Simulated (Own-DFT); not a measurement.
# One host, several defects: wurtzite GaN

No measurement is shown. These are fixed-geometry runs of a retired plane-wave code named Own-DFT, which no person has reviewed; spin and spin-orbit coupling are neglected.

Common settings: PBE; PseudoDojo norm-conserving scalar-relativistic files; cutoff 42 hartree; 4 x 4 x 3 k mesh centred on Gamma; Fermi-Dirac smearing of 0.1 eV.

Known weak points (not all hold for every row): some atoms lie very close together; not probed for a lower state with spin; forces not confirmed at this smearing and k mesh; stress not checked against mesh or cutoff.

All runs share one cell, with vectors in Å (9.567, 0.000, 0.000); (-4.784, 8.285, 0.000); (0.000, 0.000, 10.370) and a volume of 822.0 Å³. Atoms were moved at random from their sites; u is the rms move along one axis. The defect's site can differ from row to row.

```
               cell  formula   u (Å)  P (GPa)
          no defect  Ga36N36  0.0199     5.93
          no defect  Ga36N36  0.0209     5.95
          no defect  Ga36N36  0.0524     7.64
 one N on a Ga site  Ga35N37  0.0300     5.45
 one N on a Ga site  Ga35N37  0.0318     5.72
 one N on a Ga site  Ga35N37  0.0514        ?
 one N on a Ga site  Ga35N37  0.0523     6.75
one Ga on an N site  Ga37N35  0.0288    11.96
one Ga on an N site  Ga37N35  0.0469    13.44
one Ga on an N site  Ga37N35  0.0501    13.15
```

## Working it out

P = P0 + c u² + a shift for each defect gives P0 = 5.64 GPa, c = 729 ± 73 GPa/Å² and a scatter of 0.20 GPa. The shifts, and each times the cell's volume:

- one Ga on an N site: 5.87 ± 0.17 GPa, 30.1 eV
- one N on a Ga site: -0.80 ± 0.16 GPa, -4.1 eV

Against the defect-free cell, a freed cell would be larger where the shift is positive and smaller where it is negative (160.2 GPa Å³ is 1 eV). The atoms around the defects weren't relaxed, which would change these numbers.

## Check

Q: what pressure belongs in the blank (one N on a Ga site, u = 0.0514 Å)?

The fit gives 6.77 ± 0.24 GPa. DFT gave 6.79 GPa.
